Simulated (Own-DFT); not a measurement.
# Computed records: Al5Ga3N8 (wurtzite random alloy, atoms displaced)

Computed with Own-DFT development build. A calculation, not a measurement: plane-wave PBE density functional theory by an unreviewed code, no spin, of a simulated periodic cell, stress positive in tension, free energy of the whole cell less one offset for each atom, forces on such cells passed a denser k mesh, this cell's mesh not checked; offsets are fitted by least squares, one for each functional and potential file, so energies compare only between cells with the same atoms and settings and are not formation energies; the far tail of each file's local potential was reset to the Coulomb form; each entry is a single point on an unrelaxed cell, so the pressure reflects the starting lattice, mostly measured values, from which strain is counted, and rises with the displacements; printed positions are rounded, which can move forces by about a meV/angstrom; the program is a retired in-house code; no spin-orbit coupling.

Common to all runs: functional PBE; potential files PseudoDojo norm-conserving, scalar-relativistic, standard set; wave cutoff 42 hartree; occupations Fermi-Dirac; smearing width 0.05 eV; k mesh 3 x 3 x 3 centred on Gamma.

(1) Al5Ga3N8 (wurtzite random alloy, atoms displaced)

```
Al5Ga3N8
1.0
     12.5635     0.0000     0.0000
     -6.2817    10.8803     0.0000
      0.0000     0.0000    10.1163
Ga Al N Ga N Ga Al N Al N Al Ga N Al Ga N Ga Al N Al N Ga Al N Al N Ga Al N Al Ga N Ga N Ga Al N Al Ga N Ga Al N Al Ga N Al N Ga N Al N Al N Ga N Al Ga N Al N Ga Al N Ga Al N Al N Al N Al N Al N Al N Al Ga N
1 1 2 2 2 1 1 2 2 2 1 1 2 1 1 2 1 1 2 2 2 1 1 2 2 2 1 1 2 1 1 2 2 2 1 1 2 1 1 2 1 1 2 1 1 2 2 2 2 2 2 2 2 2 2 2 1 1 2 2 2 1 1 2 1 1 2 2 2 2 2 2 2 2 2 2 2 1 1 2
Direct
  0.07996 0.16511 0.99416
  0.16390 0.08218 0.24807
  0.08525 0.16678 0.18716
  0.16961 0.08276 0.43990
  0.08334 0.16747 0.50063
  0.16677 0.08539 0.75177
  0.08211 0.16119 0.69102
  0.17068 0.08650 0.93983
  0.08789 0.41923 0.99746
  0.16779 0.32983 0.24827
  0.08104 0.41778 0.18936
  0.16734 0.33455 0.44004
  0.08687 0.41806 0.50308
  0.17043 0.33509 0.75036
  0.08028 0.41573 0.68891
  0.16944 0.33734 0.94195
  0.08544 0.66560 0.99355
  0.17613 0.59162 0.25309
  0.08649 0.66913 0.19212
  0.16590 0.58620 0.44059
  0.08634 0.66768 0.50302
  0.16671 0.58524 0.74749
  0.08014 0.66151 0.68700
  0.16638 0.58708 0.93783
  0.08528 0.91816 0.99629
  0.16675 0.83032 0.25033
  0.08657 0.91621 0.18704
  0.16717 0.83106 0.44017
  0.08063 0.91436 0.49721
  0.16398 0.83278 0.74202
  0.08411 0.92075 0.68749
  0.16427 0.83132 0.93619
  0.33583 0.16954 0.99765
  0.42162 0.08711 0.25023
  0.33121 0.16399 0.19121
  0.41619 0.08253 0.43967
  0.33615 0.16914 0.50079
  0.41775 0.08187 0.74951
  0.33934 0.16942 0.68888
  0.41737 0.08037 0.94123
  0.33362 0.41606 0.99784
  0.41545 0.33018 0.24689
  0.32992 0.41770 0.18401
  0.41590 0.33301 0.44069
  0.33101 0.41862 0.49976
  0.41407 0.33666 0.74846
  0.33598 0.41910 0.69071
  0.41596 0.33419 0.94008
  0.33263 0.66571 0.99703
  0.41822 0.58171 0.24704
  0.33411 0.67077 0.18573
  0.41989 0.58548 0.44048
  0.33009 0.66336 0.50004
  0.42309 0.58505 0.75294
  0.33275 0.67109 0.68627
  0.41974 0.58488 0.94028
  0.33296 0.91895 0.99954
  0.41349 0.83130 0.25395
  0.33712 0.91464 0.19174
  0.41312 0.83381 0.44172
  0.33421 0.91618 0.49883
  0.41474 0.83218 0.74585
  0.33606 0.91914 0.68727
  0.41514 0.83437 0.93944
  0.58425 0.16639 0.99774
  0.66441 0.08218 0.24922
  0.58195 0.16969 0.19533
  0.66732 0.08237 0.44051
  0.58114 0.16514 0.49790
  0.66974 0.08541 0.74757
  0.58719 0.17024 0.69172
  0.66843 0.08942 0.94244
  0.58478 0.42460 0.99524
  0.66678 0.33442 0.25376
  0.57965 0.41740 0.19120
  0.66118 0.33256 0.43989
  0.57869 0.41435 0.50205
  0.66456 0.33173 0.74913
  0.58047 0.41730 0.69255
  0.66956 0.33472 0.93707
  0.58606 0.66570 0.99906
  0.66844 0.58351 0.25299
  0.58888 0.67005 0.19025
  0.66781 0.58224 0.44260
  0.58116 0.66271 0.49631
  0.66747 0.58317 0.74985
  0.58459 0.66834 0.68857
  0.66756 0.58066 0.93954
  0.58403 0.91695 0.99974
  0.66410 0.83190 0.24905
  0.58570 0.91554 0.18446
  0.66862 0.83157 0.44198
  0.57779 0.91237 0.49613
  0.66243 0.83160 0.74936
  0.58449 0.91872 0.69066
  0.66684 0.82704 0.93478
  0.83559 0.16650 0.00131
  0.91622 0.08507 0.25098
  0.83263 0.16309 0.19604
  0.91297 0.08401 0.44112
  0.83605 0.16729 0.49697
  0.91872 0.08616 0.74988
  0.83199 0.16832 0.69154
  0.91281 0.08083 0.93995
  0.83537 0.41422 0.99925
  0.91874 0.33293 0.24804
  0.83376 0.41472 0.18567
  0.92603 0.33909 0.43891
  0.83894 0.42165 0.49343
  0.91202 0.32870 0.74548
  0.82878 0.41844 0.69177
  0.91461 0.32861 0.93571
  0.83224 0.67043 0.00207
  0.91989 0.58667 0.24572
  0.83413 0.66433 0.19144
  0.92056 0.58757 0.43391
  0.82921 0.66228 0.50233
  0.91452 0.58567 0.75103
  0.83782 0.66778 0.68789
  0.91850 0.58107 0.94187
  0.82769 0.91073 0.00201
  0.91188 0.83328 0.25716
  0.83154 0.91909 0.18878
  0.91476 0.83144 0.44305
  0.83216 0.91919 0.50074
  0.91481 0.83339 0.74668
  0.83447 0.91752 0.68422
  0.91708 0.83074 0.93875
```

- free energy of cell above offsets: -25.288 eV
- pressure: 5.46 GPa
- stress xx: -5.41 GPa
- stress yy: -5.63 GPa
- stress zz: -5.35 GPa
- stress yz: -0.07 GPa
- stress xz: -0.16 GPa
- stress xy: 0 GPa

Force:
```csv
element,x (eV/Å),y (eV/Å),z (eV/Å)
Ga,0.38,0.3,0.699
Al,0.802,-0.319,0.251
N,-0.679,-0.271,1.009
N,-0.141,-0.28,-0.453
Ga,0.429,-0.603,-0.223
Ga,1.474,-0.339,-0.451
N,-1.401,2.182,0.488
N,-0.631,-0.178,-0.073
Ga,-1.474,-0.054,0.507
Al,-1.129,0.802,-0.114
N,1.263,-0.486,0.552
N,0.141,0.82,-0.42
Al,-0.4,0.28,-0.577
Al,-0.877,-0.214,-0.059
N,0.877,-0.92,0.046
N,0.091,-1.045,-1.959
Al,-1.104,0.6,1.257
Ga,-1.497,-1.666,-0.487
N,-0.587,-0.067,-1.296
N,0.066,-1.119,0.81
Al,-0.931,-0.11,-0.881
Ga,0.218,-0.585,0.296
N,-1.242,1.483,0.068
N,0.329,-0.397,-0.071
Ga,-0.044,-0.384,0.481
Al,0.021,0.888,-0.118
N,-0.939,-0.169,1.52
N,-1.138,-0.111,-0.129
Al,0.52,0.437,0.141
Al,0.396,0.191,0.647
N,0.867,-1.148,-0.628
N,1.224,0.007,-0.7
Ga,0.554,-0.478,0.693
Al,-1.077,-1.142,0.113
N,0.169,0.341,0.483
N,0.039,1.139,-0.346
Al,-0.137,-0.613,-0.186
Al,0.146,0.549,0.087
N,-0.093,-0.708,-0.233
N,0.299,0.392,-0.653
Ga,0.025,0.445,0.102
Al,-0.44,0.314,0.39
N,0.867,-1.18,1.658
N,-0.666,0.385,-0.375
Al,0.971,-0.317,-0.082
Ga,1.254,-0.988,0.431
N,-1.953,0.949,-0.817
N,0.303,0.232,-0.392
Ga,-0.004,0.713,-0.061
Ga,-0.357,0.565,-0.02
N,1.52,-0.747,0.347
N,-1.164,-1.589,-0.433
Ga,0.329,0.614,-0.104
Al,-1.162,0.231,-0.497
N,1.706,-0.663,1.293
N,0.796,0.231,-0.688
Al,0.133,-1.012,0.28
Ga,1.101,0.661,-0.714
N,-2.008,1.372,-0.708
N,1.962,-0.468,0.004
Ga,-1.065,0.623,0.153
Al,0.166,0.908,0.836
N,-0.511,-0.554,1.225
N,0.483,0.784,-0.773
Al,-0.531,0.911,0.577
Ga,0.019,0.038,0.088
N,0.198,-0.76,-1.745
N,-1.128,-0.619,0.585
Al,0.416,0.267,0.486
Al,-0.742,-0.179,0.557
N,-0.377,-1.034,-0.628
N,0.017,-1.838,-0.8
Ga,1.063,-2.881,1.252
Ga,-0.038,0.634,-0.878
N,-0.231,0.65,0.118
N,1.046,0.291,1.522
Al,0.444,0.3,0.01
Al,-0.024,0.663,0.215
N,1.092,-0.427,-1.016
N,-0.168,-0.532,0.283
Al,-0.325,-0.066,0.268
Al,0.045,-0.338,-0.152
N,0.427,-1.624,-0.971
N,0.347,-0.868,-0.599
Ga,0.818,0.944,0.773
Ga,0.247,0.3,-0.374
N,-0.564,0.063,0.598
N,-0.299,3.122,0.139
Al,-0.289,0.01,-0.844
Ga,0.36,0.713,0.71
N,-0.976,-0.004,-0.034
N,-1.038,0.932,0.083
Al,1.009,0.681,0.716
Al,0.843,0.685,-0.658
N,-0.267,-0.393,-0.362
N,-0.718,0.771,0.623
Ga,-0.67,0.085,0.558
Al,0.559,-0.338,-0.107
N,0.42,1.237,-0.244
N,1.663,-1.134,-1.093
Ga,-1.32,0.892,0.613
Al,-0.61,-0.865,-0.094
N,0.975,-0.711,0.012
N,0.623,-1.393,-0.932
Al,-0.436,0.111,-0.443
Al,-0.391,0.21,0.169
N,0.582,0.614,0.62
N,-1.07,0.013,-0.261
Al,-0.62,-0.482,0.806
Al,-0.391,1.495,0.544
N,0.939,0.015,-0.964
N,-0.009,1.274,-0.37
Al,1.439,-1.04,0.028
Al,0.53,-0.746,0.01
N,-0.922,0.804,-0.158
N,-0.269,-0.311,0.664
Al,0.93,0.611,-0.604
Al,0.912,-1.059,0.398
N,-0.413,-0.583,-0.327
N,-0.723,0.54,-0.19
Al,0.798,0.723,-0.526
Al,0.98,0.012,-1.136
N,1.353,0.057,0.098
N,-0.415,0.179,-0.146
Al,0.443,-0.497,-0.217
Ga,0.3,0.435,0.228
N,-1.471,0.656,0.852
N,-1.463,0.263,0.529
```

(2) Al5Ga3N8 (wurtzite random alloy, atoms displaced)

```
Al5Ga3N8
1.0
     12.5635     0.0000     0.0000
     -6.2817    10.8803     0.0000
      0.0000     0.0000    10.1163
Al Ga N Al N Al N Al N Ga N Al N Ga Al N Al Ga N Ga N Al N Al Ga N Al N Al Ga N Al Ga N Al Ga N Al Ga N Al N Ga N Al N Al N Ga Al N Al N Al Ga N Al N Al N Ga N Ga Al N Al Ga N Ga Al N Ga Al N Ga Al N Ga Al N
1 1 2 2 2 2 2 2 2 2 2 2 2 1 1 2 1 1 2 2 2 2 2 1 1 2 2 2 1 1 2 1 1 2 1 1 2 1 1 2 2 2 2 2 2 2 2 2 1 1 2 2 2 1 1 2 2 2 2 2 2 2 1 1 2 1 1 2 1 1 2 1 1 2 1 1 2 1 1 2
Direct
  0.08573 0.17115 0.99739
  0.16671 0.08281 0.25295
  0.08153 0.16933 0.18810
  0.16838 0.08379 0.43981
  0.09077 0.17037 0.49980
  0.16813 0.07820 0.75364
  0.08466 0.16785 0.69408
  0.16612 0.08055 0.94099
  0.07990 0.42021 0.99870
  0.16635 0.33037 0.25104
  0.08423 0.41932 0.18441
  0.16796 0.32984 0.44246
  0.08339 0.41628 0.49494
  0.16747 0.32904 0.75078
  0.08193 0.41584 0.69155
  0.16947 0.33217 0.94151
  0.08851 0.66773 0.00242
  0.16486 0.58387 0.25178
  0.08503 0.66683 0.18963
  0.16100 0.58020 0.44103
  0.08576 0.66996 0.49701
  0.16485 0.58462 0.75021
  0.08773 0.67073 0.68768
  0.16871 0.58189 0.93975
  0.08432 0.91531 0.00283
  0.16784 0.83271 0.25238
  0.08130 0.91484 0.19114
  0.16828 0.83575 0.43459
  0.07942 0.91367 0.50450
  0.16803 0.83288 0.74820
  0.08874 0.92009 0.69281
  0.16768 0.83523 0.94036
  0.33545 0.16451 0.00322
  0.41471 0.08277 0.25273
  0.33263 0.16465 0.19366
  0.41859 0.08990 0.43827
  0.33228 0.16692 0.49920
  0.41268 0.08220 0.74819
  0.33106 0.16155 0.68904
  0.41675 0.08060 0.94046
  0.32764 0.41556 0.99624
  0.42039 0.33625 0.24904
  0.33345 0.41706 0.18924
  0.41714 0.33327 0.44105
  0.33389 0.41985 0.50183
  0.41568 0.33480 0.75404
  0.33355 0.41985 0.69120
  0.41383 0.33242 0.93833
  0.33353 0.66148 0.99971
  0.41763 0.58523 0.24825
  0.33019 0.66475 0.19382
  0.41462 0.58017 0.44382
  0.33482 0.67287 0.49696
  0.41617 0.58430 0.74920
  0.33143 0.66965 0.69160
  0.41976 0.58559 0.94567
  0.33326 0.91920 0.99452
  0.41640 0.83294 0.24760
  0.32883 0.91472 0.19382
  0.41555 0.83176 0.43599
  0.33085 0.91656 0.49979
  0.41259 0.82835 0.75230
  0.33249 0.91770 0.69010
  0.41622 0.82823 0.94207
  0.58037 0.16593 0.99791
  0.66244 0.07935 0.25255
  0.58027 0.16060 0.19536
  0.66622 0.07950 0.44052
  0.58586 0.16546 0.49781
  0.66540 0.08284 0.74955
  0.57916 0.16661 0.68887
  0.66717 0.09003 0.94147
  0.58253 0.41681 0.00236
  0.66167 0.33628 0.25088
  0.58021 0.41382 0.18971
  0.67269 0.33792 0.43299
  0.58603 0.41893 0.50350
  0.66574 0.33712 0.75380
  0.58272 0.41668 0.68420
  0.66859 0.33428 0.93850
  0.58093 0.66069 0.99866
  0.66931 0.58489 0.24700
  0.58458 0.66966 0.18651
  0.66820 0.58254 0.43453
  0.58487 0.66530 0.50035
  0.66078 0.57895 0.74770
  0.57817 0.66750 0.68436
  0.67005 0.58454 0.94153
  0.58462 0.91656 0.99883
  0.66855 0.83384 0.25252
  0.58459 0.91930 0.18925
  0.65891 0.82641 0.44529
  0.58442 0.91533 0.49774
  0.66336 0.83167 0.74908
  0.57768 0.91293 0.68707
  0.67077 0.83727 0.94077
  0.83432 0.16575 0.99939
  0.92067 0.08392 0.24726
  0.82849 0.16280 0.19395
  0.91480 0.08366 0.43532
  0.83444 0.16663 0.49910
  0.91476 0.08473 0.75337
  0.83642 0.16616 0.68779
  0.91782 0.08620 0.93847
  0.83390 0.41577 0.00187
  0.91423 0.33455 0.25096
  0.82574 0.41356 0.19004
  0.90965 0.32863 0.43600
  0.83361 0.41465 0.50047
  0.91842 0.33649 0.74653
  0.83342 0.41938 0.69975
  0.91938 0.33371 0.93906
  0.83505 0.67109 0.99542
  0.91832 0.58722 0.24871
  0.83671 0.67121 0.19042
  0.91515 0.58562 0.43608
  0.83625 0.67228 0.49956
  0.91836 0.58304 0.75454
  0.83487 0.66713 0.69083
  0.92047 0.58860 0.94077
  0.83940 0.91799 0.00086
  0.91567 0.82957 0.24633
  0.83682 0.92018 0.19068
  0.91611 0.82810 0.43694
  0.83557 0.92190 0.49851
  0.91830 0.83216 0.75155
  0.83376 0.91969 0.68891
  0.91590 0.83449 0.94125
```

- free energy of cell above offsets: -25.021 eV
- pressure: 5.58 GPa
- stress xx: -4.83 GPa
- stress yy: -5.97 GPa
- stress zz: -5.93 GPa
- stress yz: 0.02 GPa
- stress xz: 0.21 GPa
- stress xy: -0.17 GPa

Force:
```csv
element,x (eV/Å),y (eV/Å),z (eV/Å)
Al,0.199,-1.039,0.291
Ga,-0.501,-0.101,-0.684
N,0.418,0.018,-0.388
N,-0.404,-0.591,1.444
Al,-1.086,-1.293,0.692
Al,-0.776,1.377,-0.072
N,1.224,-0.434,-0.922
N,-0.729,0.965,-0.364
Al,1.263,-0.794,-0.007
Al,-0.227,0.944,-0.362
N,-0.181,-1.498,0.886
N,-0.626,1.114,-0.599
Al,-0.255,-0.616,0.857
Al,-0.77,0.921,0.072
N,1.627,0.864,-1.014
N,-1.458,0.534,-0.733
Ga,-0.396,0.221,-0.353
Ga,0.372,-0.46,-0.035
N,-1.367,0.652,0.875
N,0.716,0.623,0.899
Al,-0.715,-0.471,0.135
Al,0.527,-0.394,-0.279
N,-0.662,-1.784,-0.368
N,0.472,-0.047,-0.649
Ga,-0.299,0.198,0.028
Al,-0.607,0.129,-0.827
N,0.355,-0.718,0.783
N,-0.393,-0.268,1.416
Al,0.511,0.587,-0.795
Ga,-0.131,0.207,0.685
N,-1.703,-0.869,-0.883
N,1.022,-0.051,-0.065
Ga,-0.79,0.097,-0.052
Ga,0.474,-0.437,-0.266
N,-0.369,0.729,-0.596
N,-0.528,-1.564,1.552
Al,0.441,0.352,0.233
Al,0.838,0.113,0.071
N,-0.474,1.235,0.206
N,0.432,0.207,-0.94
Al,1.348,0.388,1.014
Ga,-1.373,-0.796,0.756
N,-0.816,-0.572,-0.791
N,-0.103,0.414,1.093
Al,0.569,-0.73,-0.181
Al,0.079,-0.743,-1.186
N,0.263,-1.596,-0.175
N,0.517,1.113,0.261
Al,-0.625,0.917,0.71
Ga,0.096,-0.417,0.732
N,0.343,0.162,-1.649
N,-0.177,1.102,0.197
Al,0.232,-1.513,0.502
Ga,-0.717,0.314,0.386
N,-0.539,-1.856,-1.345
N,-1.35,-1.642,-0.838
Al,0.69,-1.143,1.324
Ga,-0.117,0.276,-0.312
N,-0.149,-0.129,-1.685
N,-0.252,0.939,1.465
Al,0.696,0.707,-0.319
Ga,-0.008,1.454,0.142
N,0.502,0.656,-0.836
N,-0.446,0.638,1.008
Al,0.559,0.341,1.006
Al,0.487,0.746,-0.252
N,0.224,1.685,-1.314
N,-0.027,-0.762,-0.483
Ga,-0.539,0.658,0.04
Ga,-0.112,0.058,-0.104
N,-0.16,0.871,0.844
N,0.674,-1.141,0.415
Al,0.206,-0.215,-0.518
Al,1.36,-1.406,-0.343
N,1.087,1.776,-0.976
N,-0.794,0.198,1.389
Al,0.012,-0.542,-1.742
Al,0.437,-0.893,-0.687
N,-0.32,-0.043,1.564
N,-1.748,-0.449,0.283
Ga,0.548,1.98,0.225
Al,-0.322,0.002,0.098
N,1.135,-0.949,0.876
N,-1.027,-0.18,0.419
Al,-0.492,-0.747,-0.615
Al,0.539,1.217,0.082
N,2.078,0.063,0.811
N,-0.571,-1.76,-1.355
Al,-0.115,0.401,0.175
Ga,-0.258,0.408,-0.193
N,0.17,-0.184,-0.623
N,0.571,0.735,-0.334
Al,-0.874,-0.176,0.455
Al,0.329,0.632,0.077
N,1.196,0.14,-0.209
N,-0.745,-0.451,-0.953
Al,-0.657,0.345,0.792
Al,-1.341,0.206,0.238
N,0.639,0.643,-0.723
N,2.001,0.858,-0.334
Ga,-0.211,-0.556,-0.076
Ga,0.948,-0.248,-0.626
N,-1.351,0.515,0.168
N,0.376,0.636,1.418
Ga,0.063,0.358,-0.227
Al,-0.007,-0.69,-0.938
N,0.696,1.008,0.931
N,1.06,2.058,0.378
Al,-0.477,0.973,0.054
Ga,-0.123,-0.943,0.684
N,-0.922,0.127,-1.865
N,0.119,-0.624,0.558
Ga,0.539,-0.616,0.915
Al,-0.098,-0.84,-0.086
N,-0.301,-1.269,-0.045
N,1.688,-0.733,0.344
Ga,-0.133,-1.976,0.485
Al,-0.089,0.737,-0.616
N,-0.429,-0.27,1.123
N,0.294,-0.617,-0.572
Ga,-1.538,0.524,0.151
Al,-0.219,1.379,0.659
N,0.884,-0.393,0.721
N,0.126,2.745,-0.614
Ga,0.002,-1.113,0.096
Al,-0.589,0.583,-0.287
N,0.333,-1.636,0.754
N,1.098,0.213,-1.662
```
